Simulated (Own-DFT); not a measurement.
# Strain and stress in wurtzite AlGaN with randomly placed atoms, 72 atoms (Al9Ga27N36)

These are calculations, not measurements. The program, named Own-DFT, is a retired in-house plane-wave density functional code that no person has reviewed. Each row is one single-point run on a periodic cell that was not relaxed, without spin or spin-orbit coupling.

Settings of every run: PBE; PseudoDojo norm-conserving scalar-relativistic files (stringent for Ga); cutoff 96 hartree; 4 x 4 x 3 k mesh centred on Gamma; Gaussian smearing of 0.01 eV.

Known limits: forces on such cells passed a denser k mesh, each cell not checked; stress not checked against mesh or cutoff.

Unstrained cell vectors in Å: (9.509, 0.000, 0.000); (-4.755, 8.235, 0.000); (0.000, 0.000, 10.269). The unstrained cell has measured lattice constants (interpolated for alloys), not those of this functional. That, the random moves and any unrelaxed bonds set the pressure at no strain. Each run strains this cell uniformly, with the atoms carried along. Every atom was also moved at random, by a Gaussian of width 0.05 Å on each axis. The random placing of the alloy's atoms differs from row to row. Strain is the symmetric tensor, in per cent. Stress is positive in tension, and the pressure is minus a third of its trace.

```
run  e_xx (%)  e_yy (%)  e_zz (%)  s_xx (GPa)  s_yy (GPa)  s_zz (GPa)  P (GPa)  E (meV/atom)
  1      0.00      0.00      1.75       -4.25       -4.87       -0.55     3.22           1.1
  2      0.00      0.00      2.25       -6.26       -4.47        1.27     3.15          15.6
  3      0.00      0.00      1.50       -5.84       -5.55       -0.47     3.95           5.8
  4      0.00      0.00     -0.25       -7.65       -6.26       -7.76     7.22           6.5
  5      0.00      0.00     -1.50       -9.40       -5.80      -15.12    10.11          17.9
  6      0.00      0.00     -1.75       -9.58       -6.65      -15.41    10.55          22.6
  7      0.00      0.00      1.00       -5.07       -5.31       -3.51     4.63           0.0
  8      0.00      0.00     -2.00       -8.07       -9.89      -16.28    11.41          26.7
  9      0.00      0.00      0.50           ?           ?           ?        ?             ?
```

E is the free energy for each atom above the lowest run shown.

## Worked fit

The change of volume is close to e_xx + e_yy + e_zz. A straight line through the runs shown gives P = 7.03 - 202 x (fractional change of volume) GPa, with an error of 8 on the slope and a scatter of 0.38 GPa. The strain isn't the same on all axes and the cell isn't cubic, so the slope belongs to this path and is not the bulk modulus.

## Withheld run

Question: what pressure should run 9 give? Its volume changes by 0.50 %.

The line gives 6.0 GPa. The calculation gave 6.43 GPa.
